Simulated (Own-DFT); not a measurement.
Si3N4 (beta silicon nitride, atoms displaced) (calculated)

Computed with Own-DFT development build. A calculation, not a measurement: plane-wave PBE density functional theory by an unreviewed code, no spin, of a simulated periodic cell, stress positive in tension, free energy of the whole cell less one offset for each atom, forces on such cells moved up to 12 meV/angstrom on a denser k mesh; offsets are fitted by least squares, one for each functional and potential file, so energies compare only between cells with the same atoms and settings and are not formation energies; the far tail of each file's local potential was reset to the Coulomb form; each entry is a single point on an unrelaxed cell, so the pressure reflects the starting lattice, mostly measured values (interpolated for alloys), from which strain is counted, and rises with the displacements; printed positions are rounded, which can move forces by about a meV/angstrom; the program, named Own-DFT, is a retired in-house code; no spin-orbit coupling; before rounding, a Quantum ESPRESSO 7.3.1 run of the same cell and cutoff gave forces within 1 meV/angstrom rms on each cell, which checks the program and not the settings.

Common to all runs: functional PBE; potential files PseudoDojo norm-conserving, scalar-relativistic, standard set; wave cutoff 42 hartree; occupations Fermi-Dirac; smearing width 0.1 eV; k mesh 2 x 2 x 4 centred on Gamma.

(1) 
```cif
# cell vector a (Å): 15.2120 0.0000 0.0000
# cell vector b (Å): -7.6060 13.1740 0.0000
# cell vector c (Å): 0.0000 0.0000 5.8180
data_Si3N4
_symmetry_space_group_name_H-M 'P 1'
_symmetry_Int_Tables_number 1
_cell_length_a 15.2120
_cell_length_b 15.2120
_cell_length_c 5.8180
_cell_angle_alpha 90.000
_cell_angle_beta 90.000
_cell_angle_gamma 120.000
_cell_volume 1165.94
loop_
_atom_site_label
_atom_site_type_symbol
_atom_site_fract_x
_atom_site_fract_y
_atom_site_fract_z
_atom_site_occupancy
Si1 Si 0.08566 0.38334 0.12161 1
Si2 Si 0.11618 0.20054 0.12154 1
Si3 Si 0.29894 0.41306 0.11664 1
Si4 Si 0.41088 0.11522 0.37259 1
Si5 Si 0.38254 0.29620 0.37454 1
Si6 Si 0.20206 0.08461 0.37872 1
N1 N 0.16657 0.01501 0.12515 1
N2 N 0.48404 0.14951 0.12006 1
N3 N 0.34912 0.33634 0.12604 1
N4 N 0.33355 0.48407 0.37234 1
N5 N 0.01571 0.34909 0.37601 1
N6 N 0.14991 0.16496 0.37250 1
N7 N 0.16416 0.33390 0.11994 1
N8 N 0.33395 0.16896 0.38053 1
Si7 Si 0.08944 0.38722 0.62604 1
Si8 Si 0.11348 0.19986 0.62499 1
Si9 Si 0.29733 0.41106 0.62819 1
Si10 Si 0.41157 0.11316 0.87387 1
Si11 Si 0.38297 0.29635 0.87580 1
Si12 Si 0.20216 0.08719 0.87563 1
N9 N 0.16632 0.01654 0.62839 1
N10 N 0.48439 0.14999 0.62465 1
N11 N 0.34671 0.33310 0.62193 1
N12 N 0.33403 0.48509 0.87396 1
N13 N 0.01784 0.34992 0.87941 1
N14 N 0.15092 0.16786 0.88127 1
N15 N 0.16685 0.33288 0.62575 1
N16 N 0.33535 0.16754 0.87678 1
Si13 Si 0.08653 0.88483 0.12018 1
Si14 Si 0.11595 0.70310 0.13032 1
Si15 Si 0.29711 0.91153 0.12927 1
Si16 Si 0.41115 0.61574 0.37307 1
Si17 Si 0.38406 0.79941 0.37202 1
Si18 Si 0.19980 0.58638 0.37224 1
N17 N 0.16672 0.51783 0.12348 1
N18 N 0.48454 0.64973 0.12301 1
N19 N 0.34917 0.83388 0.12576 1
N20 N 0.33337 0.98440 0.37937 1
N21 N 0.01388 0.85048 0.37953 1
N22 N 0.15142 0.66596 0.37243 1
N23 N 0.16432 0.83397 0.12821 1
N24 N 0.33346 0.66460 0.37069 1
Si19 Si 0.09092 0.88763 0.62668 1
Si20 Si 0.11357 0.69975 0.63111 1
Si21 Si 0.29921 0.91410 0.62255 1
Si22 Si 0.41411 0.61557 0.86879 1
Si23 Si 0.38613 0.79797 0.87240 1
Si24 Si 0.20135 0.58549 0.87503 1
N25 N 0.16347 0.51322 0.62738 1
N26 N 0.48249 0.64971 0.62937 1
N27 N 0.34998 0.83423 0.62511 1
N28 N 0.33589 0.98426 0.87786 1
N29 N 0.01337 0.84919 0.87496 1
N30 N 0.15233 0.67068 0.87329 1
N31 N 0.16694 0.83269 0.62149 1
N32 N 0.33362 0.66559 0.87542 1
Si25 Si 0.58646 0.38480 0.11908 1
Si26 Si 0.61399 0.20237 0.12913 1
Si27 Si 0.79744 0.41362 0.12889 1
Si28 Si 0.91125 0.11422 0.38420 1
Si29 Si 0.88488 0.29678 0.37738 1
Si30 Si 0.70434 0.08653 0.37597 1
N33 N 0.66566 0.01318 0.12429 1
N34 N 0.98749 0.15162 0.12499 1
N35 N 0.84931 0.33407 0.11880 1
N36 N 0.83707 0.48578 0.37532 1
N37 N 0.51657 0.34996 0.37300 1
N38 N 0.65129 0.16604 0.37540 1
N39 N 0.66576 0.33364 0.12080 1
N40 N 0.83479 0.16709 0.37784 1
Si31 Si 0.58419 0.38248 0.61872 1
Si32 Si 0.61447 0.20293 0.62614 1
Si33 Si 0.80020 0.41605 0.61904 1
Si34 Si 0.91294 0.11669 0.87276 1
Si35 Si 0.88597 0.29976 0.87365 1
Si36 Si 0.70410 0.09003 0.87394 1
N41 N 0.66540 0.01257 0.62360 1
N42 N 0.98515 0.14997 0.62264 1
N43 N 0.84991 0.33614 0.62583 1
N44 N 0.83391 0.48400 0.87398 1
N45 N 0.51764 0.35022 0.88041 1
N46 N 0.64966 0.16344 0.87436 1
N47 N 0.66524 0.33424 0.62604 1
N48 N 0.83488 0.16848 0.87602 1
Si37 Si 0.58560 0.88316 0.13474 1
Si38 Si 0.61571 0.69962 0.12767 1
Si39 Si 0.79816 0.91331 0.12864 1
Si40 Si 0.91452 0.61427 0.37631 1
Si41 Si 0.88249 0.79636 0.37477 1
Si42 Si 0.70128 0.58765 0.37073 1
N49 N 0.66642 0.51451 0.12152 1
N50 N 0.98593 0.65109 0.13013 1
N51 N 0.84862 0.83401 0.12518 1
N52 N 0.83143 0.98364 0.37982 1
N53 N 0.51664 0.85103 0.37556 1
N54 N 0.64902 0.66627 0.37372 1
N55 N 0.66856 0.83440 0.12630 1
N56 N 0.83221 0.66661 0.37207 1
Si43 Si 0.58728 0.88435 0.62618 1
Si44 Si 0.61868 0.70460 0.62846 1
Si45 Si 0.79972 0.91640 0.61939 1
Si46 Si 0.91416 0.61476 0.88125 1
Si47 Si 0.88652 0.80030 0.87265 1
Si48 Si 0.70292 0.58624 0.87633 1
N57 N 0.66651 0.51635 0.62119 1
N58 N 0.98494 0.65172 0.62355 1
N59 N 0.85202 0.83542 0.62922 1
N60 N 0.83543 0.98513 0.87774 1
N61 N 0.51570 0.84985 0.88004 1
N62 N 0.64668 0.66353 0.87475 1
N63 N 0.66703 0.83499 0.61920 1
N64 N 0.83512 0.66744 0.87851 1
_calc_free_energy_of_cell_above_offsets '-19.233'  # eV
_calc_pressure 5.57  # GPa
_calc_stress_xx -5.05  # GPa
_calc_stress_yy -4.85  # GPa
_calc_stress_zz -6.82  # GPa
_calc_stress_yz 0.39  # GPa
_calc_stress_xz -0.71  # GPa
_calc_stress_xy 0.68  # GPa
```

Force:
| element | x (eV/Å) | y (eV/Å) | z (eV/Å) |
| --- | --- | --- | --- |
| Si | 1.043 | 0.725 | 1.447 |
| Si | -1.581 | 2.189 | 1.602 |
| Si | -2.348 | 0.204 | 1.632 |
| Si | 0.612 | 0.697 | 0.196 |
| Si | 0.367 | 1.005 | -0.134 |
| Si | -0.154 | 1.491 | -0.854 |
| N | -0.139 | 0.181 | -0.026 |
| N | -0.214 | -0.309 | 0.958 |
| N | 1.379 | -1.004 | -0.46 |
| N | 0.302 | -0.24 | 0.318 |
| N | -0.4 | 0.333 | 0.128 |
| N | 0.645 | -0.737 | 0.717 |
| N | 1.92 | -0.428 | 0.129 |
| N | -0.114 | -1.553 | -0.286 |
| Si | 0.367 | -2.212 | -0.142 |
| Si | 0.457 | 1.764 | -0.255 |
| Si | -1.347 | 0.968 | -1.265 |
| Si | 0.127 | 0.845 | -0.19 |
| Si | 0.584 | 0.536 | -0.096 |
| Si | 0.589 | 1.081 | 0.708 |
| N | -0.044 | -0.019 | 0.091 |
| N | -0.374 | -0.409 | -0.354 |
| N | 1.443 | -0.507 | 0.807 |
| N | 0.358 | -0.059 | -0.564 |
| N | -1.67 | -0.303 | -1.67 |
| N | 1.432 | -1.367 | -2.14 |
| N | -0.187 | -0.502 | -0.047 |
| N | -0.93 | -0.73 | -0.002 |
| Si | -0.566 | -0.605 | 1.432 |
| Si | -0.151 | 0.853 | -0.849 |
| Si | -0.959 | -0.09 | -0.564 |
| Si | 0.975 | -0.527 | 0.093 |
| Si | 1.285 | -1.796 | 0.693 |
| Si | 1.895 | 0.304 | 0.546 |
| N | -0.669 | -1.65 | 0.131 |
| N | 0.292 | -0.054 | 0.204 |
| N | -0.21 | 0.377 | -0.551 |
| N | 0.161 | 0.616 | -0.987 |
| N | 0.647 | 0.66 | -0.633 |
| N | -0.602 | 0.023 | 1.201 |
| N | 1.248 | -0.116 | -0.129 |
| N | -1.926 | 1.368 | 0.24 |
| Si | -0.727 | -2.047 | -0.433 |
| Si | -0.111 | 1.747 | -1.676 |
| Si | -0.642 | -1.297 | 1.336 |
| Si | -0.956 | 0.003 | 1.723 |
| Si | 0.039 | -1.177 | 0.406 |
| Si | 0.578 | 1.608 | -0.166 |
| N | -0.305 | 1.85 | -0.607 |
| N | 1.872 | 0.802 | -1.95 |
| N | -0.096 | 0.477 | -0.282 |
| N | -0.102 | -0.548 | -0.166 |
| N | 1.52 | 1.125 | -0.339 |
| N | 1.098 | -1.48 | 1.263 |
| N | 0.166 | 0.391 | 0.241 |
| N | -0.784 | 0.389 | -0.218 |
| Si | 1.183 | 0.05 | 1.415 |
| Si | 0.777 | 0.406 | -0.794 |
| Si | -0.376 | -0.973 | -1.226 |
| Si | 0.661 | 0.611 | -2.373 |
| Si | -0.188 | 0.31 | -0.686 |
| Si | -0.458 | -0.313 | -0.418 |
| N | -0.115 | 1.287 | 0.089 |
| N | -1.423 | -1.147 | 0.426 |
| N | -0.013 | 0.343 | 1.535 |
| N | 0.101 | -0.068 | -0.564 |
| N | -1.686 | -0.547 | -0.701 |
| N | -0.034 | -0.223 | 0.253 |
| N | 0.524 | -0.055 | 0.396 |
| N | -0.449 | -0.212 | 0.073 |
| Si | 1.151 | 1.175 | 1.304 |
| Si | 0.625 | 0.511 | -0.046 |
| Si | -1.458 | -1.556 | 1.502 |
| Si | 0.356 | -0.098 | 1.251 |
| Si | 0.484 | -0.495 | -0.027 |
| Si | 0.76 | -1.697 | 0.212 |
| N | -0.09 | 1.693 | 0.431 |
| N | -0.154 | -0.389 | 0.837 |
| N | 0.503 | -0.077 | -0.492 |
| N | 0.401 | 0.581 | 0.369 |
| N | -2.249 | -0.717 | -2.107 |
| N | -1.208 | 0.734 | 0.294 |
| N | 1.145 | 0.011 | -0.298 |
| N | -0.221 | 0.132 | -0.203 |
| Si | 1.762 | 0.147 | -1.882 |
| Si | -1.727 | 1.95 | -0.832 |
| Si | -0.795 | -0.417 | -0.811 |
| Si | -1.833 | 1.383 | 0.072 |
| Si | 0.634 | -0.131 | 0.21 |
| Si | 0.752 | 0.051 | 0.468 |
| N | -0.358 | 0.181 | 0.545 |
| N | 0.278 | -0.362 | -0.444 |
| N | 0.281 | 0.273 | 0.025 |
| N | 0.612 | 1.574 | -1.374 |
| N | -1.593 | -0.605 | 1.009 |
| N | 0.936 | -0.768 | 0.92 |
| N | -0.463 | -0.984 | 0.008 |
| N | 0.69 | -0.54 | 0.104 |
| Si | 0.171 | -0.532 | 0.59 |
| Si | -1.803 | 0.198 | -0.575 |
| Si | -0.468 | -2.111 | 2.564 |
| Si | -1.089 | 0.457 | -0.762 |
| Si | -0.549 | -1.724 | 0.954 |
| Si | 0.405 | 0.876 | -1.011 |
| N | -0.4 | -0.734 | 0.181 |
| N | 0.158 | -0.608 | 0.895 |
| N | -1.306 | 0.729 | -1.155 |
| N | 0.234 | 0.421 | -0.484 |
| N | -0.118 | 0.2 | -0.366 |
| N | 1.413 | -0.673 | 0.274 |
| N | 0.85 | -0.401 | 0.328 |
| N | -0.313 | 0.029 | -0.11 |

(2) 
```cif
# cell vector a (Å): 15.2120 0.0000 0.0000
# cell vector b (Å): -7.6060 13.1740 0.0000
# cell vector c (Å): 0.0000 0.0000 5.8180
data_Si3N4
_symmetry_space_group_name_H-M 'P 1'
_symmetry_Int_Tables_number 1
_cell_length_a 15.2120
_cell_length_b 15.2120
_cell_length_c 5.8180
_cell_angle_alpha 90.000
_cell_angle_beta 90.000
_cell_angle_gamma 120.000
_cell_volume 1165.94
loop_
_atom_site_label
_atom_site_type_symbol
_atom_site_fract_x
_atom_site_fract_y
_atom_site_fract_z
_atom_site_occupancy
Si1 Si 0.08615 0.38506 0.12839 1
Si2 Si 0.11343 0.19935 0.12503 1
Si3 Si 0.29648 0.41312 0.12719 1
Si4 Si 0.41031 0.11523 0.37645 1
Si5 Si 0.38472 0.29746 0.37427 1
Si6 Si 0.20193 0.08662 0.37257 1
N1 N 0.16624 0.01448 0.12150 1
N2 N 0.48288 0.15075 0.12815 1
N3 N 0.34761 0.33193 0.12085 1
N4 N 0.33263 0.48499 0.37391 1
N5 N 0.01663 0.34953 0.37162 1
N6 N 0.15046 0.16376 0.36880 1
N7 N 0.16905 0.33475 0.12786 1
N8 N 0.33151 0.16649 0.37979 1
Si7 Si 0.08574 0.38453 0.63242 1
Si8 Si 0.11741 0.20234 0.62951 1
Si9 Si 0.29849 0.41363 0.62152 1
Si10 Si 0.41271 0.11555 0.87228 1
Si11 Si 0.38455 0.29696 0.87334 1
Si12 Si 0.19910 0.08546 0.87699 1
N9 N 0.16713 0.01774 0.62939 1
N10 N 0.48222 0.14878 0.61818 1
N11 N 0.34972 0.33234 0.62592 1
N12 N 0.33382 0.48306 0.87693 1
N13 N 0.01393 0.34930 0.87057 1
N14 N 0.14980 0.16592 0.87906 1
N15 N 0.16622 0.33351 0.61868 1
N16 N 0.33044 0.16667 0.87430 1
Si13 Si 0.08617 0.88420 0.11891 1
Si14 Si 0.11359 0.70068 0.12154 1
Si15 Si 0.29931 0.91247 0.12123 1
Si16 Si 0.41071 0.61375 0.37760 1
Si17 Si 0.38457 0.79813 0.37824 1
Si18 Si 0.20134 0.58537 0.37623 1
N17 N 0.16450 0.51365 0.12894 1
N18 N 0.48308 0.65033 0.12231 1
N19 N 0.34931 0.83643 0.12382 1
N20 N 0.33312 0.98448 0.37418 1
N21 N 0.01671 0.85137 0.37444 1
N22 N 0.14865 0.66574 0.37360 1
N23 N 0.16763 0.83284 0.12439 1
N24 N 0.33335 0.66893 0.37664 1
Si19 Si 0.08510 0.88438 0.62707 1
Si20 Si 0.11599 0.70111 0.62846 1
Si21 Si 0.29691 0.91426 0.62496 1
Si22 Si 0.41510 0.61655 0.86971 1
Si23 Si 0.38634 0.79995 0.88218 1
Si24 Si 0.20164 0.58693 0.87281 1
N25 N 0.16691 0.51609 0.62485 1
N26 N 0.48564 0.65121 0.62391 1
N27 N 0.34829 0.83213 0.62805 1
N28 N 0.33422 0.98547 0.87762 1
N29 N 0.01300 0.84885 0.87528 1
N30 N 0.15138 0.66744 0.86978 1
N31 N 0.16770 0.83450 0.62329 1
N32 N 0.33279 0.66668 0.87401 1
Si25 Si 0.58768 0.38811 0.12135 1
Si26 Si 0.61479 0.20187 0.12520 1
Si27 Si 0.79847 0.41466 0.12563 1
Si28 Si 0.91455 0.11899 0.37338 1
Si29 Si 0.88572 0.29781 0.37343 1
Si30 Si 0.70070 0.08700 0.37786 1
N33 N 0.66518 0.01429 0.12903 1
N34 N 0.98247 0.14770 0.12068 1
N35 N 0.84865 0.33442 0.13166 1
N36 N 0.83256 0.48442 0.37583 1
N37 N 0.51921 0.35029 0.37814 1
N38 N 0.64952 0.16596 0.37344 1
N39 N 0.66566 0.33228 0.12597 1
N40 N 0.83285 0.16687 0.37578 1
Si31 Si 0.58605 0.38491 0.62702 1
Si32 Si 0.61640 0.20185 0.62790 1
Si33 Si 0.79639 0.41259 0.62458 1
Si34 Si 0.91276 0.11515 0.87356 1
Si35 Si 0.88444 0.29789 0.87501 1
Si36 Si 0.70328 0.08733 0.87592 1
N41 N 0.66536 0.01654 0.62759 1
N42 N 0.98007 0.14810 0.62525 1
N43 N 0.85034 0.33458 0.62035 1
N44 N 0.83689 0.48311 0.87078 1
N45 N 0.51482 0.34762 0.87298 1
N46 N 0.65193 0.16710 0.87724 1
N47 N 0.66728 0.33223 0.63317 1
N48 N 0.83427 0.16669 0.87413 1
Si37 Si 0.58751 0.88492 0.12503 1
Si38 Si 0.61439 0.70116 0.12690 1
Si39 Si 0.79778 0.91230 0.12204 1
Si40 Si 0.91391 0.61570 0.37295 1
Si41 Si 0.88489 0.80050 0.37556 1
Si42 Si 0.70094 0.58478 0.37049 1
N49 N 0.66488 0.51372 0.12449 1
N50 N 0.98424 0.65065 0.13173 1
N51 N 0.84902 0.83570 0.12595 1
N52 N 0.83438 0.98383 0.37657 1
N53 N 0.51321 0.84942 0.37853 1
N54 N 0.65030 0.66566 0.36958 1
N55 N 0.66755 0.83533 0.12645 1
N56 N 0.83145 0.66916 0.37578 1
Si43 Si 0.58454 0.88145 0.62312 1
Si44 Si 0.61477 0.70376 0.62755 1
Si45 Si 0.79902 0.91589 0.62980 1
Si46 Si 0.91325 0.61611 0.87243 1
Si47 Si 0.88292 0.79552 0.87212 1
Si48 Si 0.70251 0.58525 0.88058 1
N57 N 0.66363 0.51456 0.62286 1
N58 N 0.98450 0.65071 0.62317 1
N59 N 0.84880 0.83413 0.62413 1
N60 N 0.83588 0.98539 0.87535 1
N61 N 0.51752 0.85160 0.87310 1
N62 N 0.65078 0.66846 0.87314 1
N63 N 0.66680 0.83465 0.62336 1
N64 N 0.83262 0.66525 0.87841 1
_calc_free_energy_of_cell_above_offsets '-19.597'  # eV
_calc_pressure 5.44  # GPa
_calc_stress_xx -4.27  # GPa
_calc_stress_yy -4.6  # GPa
_calc_stress_zz -7.45  # GPa
_calc_stress_yz 0.22  # GPa
_calc_stress_xz -0.11  # GPa
_calc_stress_xy -0.2  # GPa
```

Force:
| element | x (eV/Å) | y (eV/Å) | z (eV/Å) |
| --- | --- | --- | --- |
| Si | 1.446 | -0.817 | -0.984 |
| Si | -0.544 | 1.872 | 0.284 |
| Si | 0.478 | -0.638 | -0.733 |
| Si | -0.171 | -0.045 | -0.784 |
| Si | 0.599 | -0.394 | -0.313 |
| Si | 0.783 | -0.246 | 0.347 |
| N | -0.493 | -0.285 | 0.593 |
| N | 0.496 | -0.097 | -0.751 |
| N | 0.065 | 0.837 | 0.917 |
| N | 0.472 | 0.086 | 0.329 |
| N | -0.728 | -0.127 | 1.272 |
| N | -0.986 | 0.202 | 1.327 |
| N | -1.524 | -1.365 | -0.215 |
| N | 0.295 | 0.181 | -0.304 |
| Si | 1.235 | -0.074 | -1.927 |
| Si | -1.333 | 0.269 | -1.268 |
| Si | -0.432 | -1.019 | 0.977 |
| Si | -0.948 | 0.583 | 0.479 |
| Si | -0.054 | -0.863 | 0.36 |
| Si | 1.379 | 1.189 | -0.112 |
| N | -0.629 | -1.448 | -0.925 |
| N | 1.297 | 0.476 | 1.364 |
| N | -0.89 | 1.099 | -0.71 |
| N | 0.329 | 1.048 | -0.776 |
| N | 0.112 | 0.355 | 1.641 |
| N | 0 | -0.492 | -0.557 |
| N | 0.23 | -0.195 | 0.449 |
| N | 0.812 | -0.341 | 0.106 |
| Si | 1.359 | -0.356 | 1.114 |
| Si | 0.342 | 1.447 | 0.639 |
| Si | -2.024 | 0.532 | 0.791 |
| Si | -0.372 | 1.417 | -0.944 |
| Si | -0.755 | -0.274 | -0.115 |
| Si | 0.143 | 1.534 | -0.294 |
| N | -0.315 | 0.884 | -0.998 |
| N | 0.503 | -0.089 | 0.671 |
| N | 1.585 | -0.736 | 0.848 |
| N | 0.238 | -0.022 | -0.173 |
| N | -0.796 | -0.104 | -0.224 |
| N | 0.736 | -0.916 | 0.024 |
| N | -0.669 | -0.16 | -0.292 |
| N | 0.162 | -1.293 | -0.122 |
| Si | 1.507 | 0.357 | -0.505 |
| Si | -0.992 | 1.807 | -1.715 |
| Si | 0.292 | -0.603 | 0.072 |
| Si | -1.667 | -0.606 | 1.006 |
| Si | 0.107 | -1.184 | -1.253 |
| Si | 0.975 | 0.462 | 0.796 |
| N | -0.442 | -0.896 | 0.339 |
| N | -0.236 | -0.42 | -0.471 |
| N | -0.536 | 0.98 | 0.18 |
| N | 0.322 | -0.027 | -0.695 |
| N | 0.008 | 0.074 | -0.301 |
| N | 0.394 | -1.105 | 1.403 |
| N | -0.887 | -0.681 | 0.265 |
| N | 0.344 | 0.216 | 0.17 |
| Si | 1.067 | -3.027 | 0.613 |
| Si | -0.773 | 0.747 | 0.171 |
| Si | -0.798 | -1.373 | -0.158 |
| Si | -1.132 | -1.686 | -0.055 |
| Si | -0.154 | -0.703 | 0.374 |
| Si | 0.872 | 0.305 | -0.182 |
| N | -0.291 | 0.676 | -0.407 |
| N | 0.983 | 0.623 | 0.543 |
| N | 0.467 | 0.249 | -1.34 |
| N | 0.201 | 0.815 | -0.115 |
| N | -1.943 | -0.341 | -1.087 |
| N | 0.212 | -0.41 | 0.474 |
| N | -0.044 | 1.103 | -0.081 |
| N | -0.149 | 0.143 | -0.18 |
| Si | 1.695 | -0.668 | -0.087 |
| Si | -0.989 | 0.387 | -0.575 |
| Si | 0.134 | -0.893 | -0.291 |
| Si | -0.954 | -0.019 | 0.025 |
| Si | -0.853 | -0.664 | 0.034 |
| Si | 0.284 | 0.008 | 0.442 |
| N | -0.269 | -1.055 | -0.17 |
| N | 2.676 | 1.194 | -0.161 |
| N | -0.039 | 0.343 | 0.693 |
| N | -0.059 | 1.233 | 0.793 |
| N | -0.412 | 0.463 | 0.535 |
| N | 0.098 | -0.628 | -0.03 |
| N | -0.843 | 0.36 | -0.238 |
| N | -0.502 | 0.24 | 0.21 |
| Si | 0.378 | -0.303 | 0.41 |
| Si | -0.563 | 1.494 | -0.541 |
| Si | -0.957 | 0.597 | 1.078 |
| Si | -2.048 | 0.199 | 1.009 |
| Si | 0.294 | -0.805 | -0.328 |
| Si | 0.293 | 1.613 | 1.218 |
| N | -0.126 | 0.951 | -0.214 |
| N | 0.186 | -0.229 | -1.99 |
| N | 1.086 | -0.508 | -0.791 |
| N | 0.299 | 1.011 | -0.448 |
| N | 0.481 | 0.336 | -1.041 |
| N | -0.155 | -0.544 | 1.186 |
| N | -0.133 | -1.164 | -0.111 |
| N | 1.25 | -0.924 | -0.123 |
| Si | 0.97 | 1.523 | 0.116 |
| Si | 1.051 | 0.668 | -1.168 |
| Si | -0.508 | -0.977 | -1.226 |
| Si | -0.069 | -0.408 | 0.469 |
| Si | -0.756 | 0.029 | 0.638 |
| Si | -0.613 | 1.237 | -1.776 |
| N | 0.004 | 0.42 | 0.711 |
| N | 0.388 | 0.012 | 0.413 |
| N | -0.116 | 0.408 | 0.595 |
| N | 0.023 | 0.013 | 0.405 |
| N | -1.025 | -0.47 | 0.801 |
| N | 1.075 | -1.263 | 0.57 |
| N | 0.247 | -0.275 | 0.141 |
| N | -0.057 | -0.056 | -0.053 |
